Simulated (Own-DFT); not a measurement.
# How strain changes the stress of 4H SiC, 72 atoms (C36Si36)

All numbers below are calculated, not measured. They come from Own-DFT, an in-house plane-wave density functional program, since retired, whose code no person has reviewed. Each row is one single-point run on a periodic cell that was not relaxed, without spin or spin-orbit coupling.

Settings of every run: PBE; PseudoDojo norm-conserving scalar-relativistic files; cutoff 42 hartree; 4 x 4 x 3 k mesh centred on Gamma; Fermi-Dirac smearing of 0.1 eV.

Known limits: forces on such cells passed a denser k mesh, each cell not checked; stress not checked against mesh or cutoff.

Unstrained cell vectors in Å: (9.248, 0.000, 0.000); (-4.624, 8.009, 0.000); (0.000, 0.000, 10.068). The unstrained cell has measured lattice constants (interpolated for alloys), not those of this functional. That, the random moves and any unrelaxed bonds set the pressure at no strain. Each run strains this cell uniformly, with the atoms carried along. Every atom was also moved at random, by a Gaussian of width 0.05 Å on each axis. Strain is the symmetric tensor, in per cent. Stress is positive in tension, and the pressure is minus a third of its trace.

```
run,e_xx (%),e_yy (%),e_zz (%),e_yz (%),e_xz (%),e_xy (%),s_xx (GPa),s_yy (GPa),s_zz (GPa),s_yz (GPa),s_xz (GPa),s_xy (GPa),P (GPa),E (meV/atom)
1,-0.81,0.24,1.83,1.32,1.30,1.77,-9.06,-4.95,4.40,4.95,3.39,8.11,3.21,43.4
2,-0.26,-0.54,-1.72,1.62,1.85,0.10,-9.02,-9.36,-18.03,4.89,6.63,1.51,12.14,59.2
3,1.74,-1.13,-0.21,0.86,1.29,0.24,2.52,-11.43,-7.02,1.79,5.16,0.31,5.31,50.0
4,1.43,1.06,1.23,1.87,-1.86,-0.81,4.01,3.41,1.99,5.78,-5.92,-2.47,-3.14,0.0
5,-0.07,0.11,0.29,-1.71,-1.94,0.47,-7.14,-4.65,-4.50,-6.38,-7.03,1.36,5.43,46.0
6,-0.88,0.18,-1.47,1.02,0.62,-0.66,-10.40,-3.10,-17.60,4.23,1.19,-2.86,10.37,27.7
7,-1.27,1.54,1.94,-0.96,-1.53,-0.78,-8.38,3.04,3.76,-3.51,-5.28,-3.40,0.52,18.3
8,-0.59,-0.81,-1.41,1.54,1.21,1.53,-10.41,-9.69,-16.09,5.07,4.46,8.24,12.07,31.7
9,-1.58,-1.78,-0.89,-1.90,-1.60,0.02,-16.65,-18.08,-13.14,-5.57,-4.80,0.15,15.96,57.8
10,-1.77,-1.92,-1.60,-0.44,0.18,-1.17,-18.35,-19.20,-19.22,-2.86,0.16,-6.58,18.93,63.8
11,-1.78,1.09,0.29,1.90,1.08,1.65,-12.88,-2.46,-4.95,6.24,4.11,8.95,6.76,36.5
12,0.90,-1.77,1.95,-1.00,0.68,1.95,-1.80,-13.82,4.74,-3.83,2.36,10.71,3.62,30.1
13,1.50,-0.51,1.77,-0.53,-1.66,-0.75,3.29,-5.24,3.46,-1.26,-4.49,-3.40,-0.50,17.0
14,-0.12,-1.86,1.15,0.12,-1.44,-1.36,-5.40,-19.61,0.20,1.10,-4.83,-6.00,8.27,52.1
15,-1.34,-0.28,-0.92,1.53,-1.92,-1.16,-14.03,-10.13,-12.86,6.10,-5.38,-6.13,12.34,70.0
16,0.06,0.19,0.37,1.37,0.82,0.47,-5.18,-5.10,-2.47,5.34,3.19,2.62,4.25,25.3
17,0.68,-0.84,1.27,1.02,0.53,-0.57,?,?,?,?,?,?,?,?
```

E is the free energy for each atom above the lowest run shown.

## Worked fit

Each stress component was fitted by least squares to a constant and the strains of the runs shown, as fractions, with shears doubled. Shear strains stay in the fit of a normal stress only where such slopes are resolved. The slopes, in GPa:

| stress | at no strain | per e_xx | per e_yy | per e_zz | scatter |
|---|---|---|---|---|---|
| s_xx | -5.6 | 520 ± 22 | 101 ± 22 | 81 ± 19 | 0.87 |
| s_yy | -5.2 | 145 ± 35 | 631 ± 36 | -14 ± 32 | 1.43 |
| s_zz | -6.8 | 57 ± 25 | 32 ± 25 | 615 ± 22 | 0.99 |

Each shear stress against twice its own strain: yz 183 ± 12, xz 154 ± 11, xy 249 ± 15 GPa. These are stiffnesses along x, y and z of the frame in which the cell vectors are given, which need not be the crystal's axes. The atoms are held to the strained lattice; where symmetry lets them move under strain, relaxing them would lower some slopes. The table should be nearly symmetric about its diagonal, and what it lacks of that shows the noise. A ninth of its sum, 241 ± 4 GPa, estimates the bulk modulus near the mean pressure of these runs, 7.2 GPa, so it lies above the value at zero pressure.

## Withheld run

Question: what normal stresses and pressure should run 17 give?

The fit gives s_xx = -1.9, s_yy = -9.8, s_zz = 1.1 and P = 3.5 GPa. The calculation gave -2.50, -6.50, -0.03 and P = 3.01 GPa.
